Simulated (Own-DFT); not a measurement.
# Point defects and the pressure they add: monoclinic HfO2

Source: density functional calculations with Own-DFT, an unreviewed in-house program that is no longer used. Nothing was measured or relaxed, and spin and spin-orbit coupling are left out.

Method: PBE; PseudoDojo norm-conserving scalar-relativistic files; cutoff 72 hartree; 2 x 2 x 2 k mesh centred on Gamma; Fermi-Dirac smearing of 0.1 eV.

Keep in mind (not all hold for every row): a neutral cation vacancy leaves holes that likely carry spin, which these runs leave out; not probed for a lower state with spin; hafnium file: forces about 75 meV/angstrom off all-electron values; oxygen file: force components 24 meV/angstrom off all-electron in a glass; forces on such cells passed a denser k mesh, each cell not checked; stress not checked against mesh or cutoff.

All runs share one cell, with vectors in Å (10.234, 0.000, 0.000); (0.000, 10.350, 0.000); (-1.696, 0.000, 10.445) and a volume of 1106.4 Å³. u is the rms random offset of the atoms per axis. The defect's site can differ from row to row.

| cell | formula | u (Å) | P (GPa) |
|---|---|---|---|
| no defect | Hf32O64 | 0.0196 | 3.83 |
| no defect | Hf32O64 | 0.0206 | 3.91 |
| no defect | Hf32O64 | 0.0500 | 5.28 |
| two Al on a Hf site each | Al2Hf30O64 | 0.0292 | 2.48 |
| two Al on a Hf site each | Al2Hf30O64 | 0.0312 | 2.71 |
| two Al on a Hf site each | Al2Hf30O64 | 0.0500 | 3.89 |
| one Hf vacancy | Hf31O64 | 0.0295 | 4.29 |
| one Hf vacancy | Hf31O64 | 0.0303 | 3.94 |
| one Hf vacancy | Hf31O64 | 0.0494 | 4.99 |
| one Si on a Hf site | Hf31O64Si | 0.0310 | 2.81 |
| one Si on a Hf site | Hf31O64Si | 0.0317 | ? |
| one Si on a Hf site | Hf31O64Si | 0.0494 | 3.27 |
| one Si on a Hf site | Hf31O64Si | 0.0520 | 4.71 |
| two O vacancies | Hf32O62 | 0.0300 | 3.70 |
| two O vacancies | Hf32O62 | 0.0511 | 5.56 |
| two O vacancies | Hf32O62 | 0.0540 | 5.49 |

## Fit

P = P0 + c u² + a shift for each defect gives P0 = 3.49 GPa, c = 770 ± 109 GPa/Å² and a scatter of 0.35 GPa. The shifts, and each times the cell's volume:

- one Hf vacancy: -0.17 ± 0.29 GPa, -1.2 eV (not resolved)
- two O vacancies: -0.22 ± 0.31 GPa, -1.5 eV (-0.8 eV for each of its 2 sites) (not resolved)
- one Si on a Hf site: -1.46 ± 0.30 GPa, -10.1 eV
- two Al on a Hf site each: -1.58 ± 0.29 GPa, -10.9 eV (-5.4 eV for each of its 2 sites)

Positive is outwards. The product with the volume (160.2 GPa Å³ to the eV) is nearly free of the cell's size; divided by the bulk modulus at the cell's pressure it gives the volume that the defect adds. The atoms around the defects weren't relaxed, which would change these numbers.

## The run left out

Q: what pressure belongs in the blank (one Si on a Hf site, u = 0.0317 Å)?

The fit gives 2.81 ± 0.42 GPa. The calculation gave 3.06 GPa.
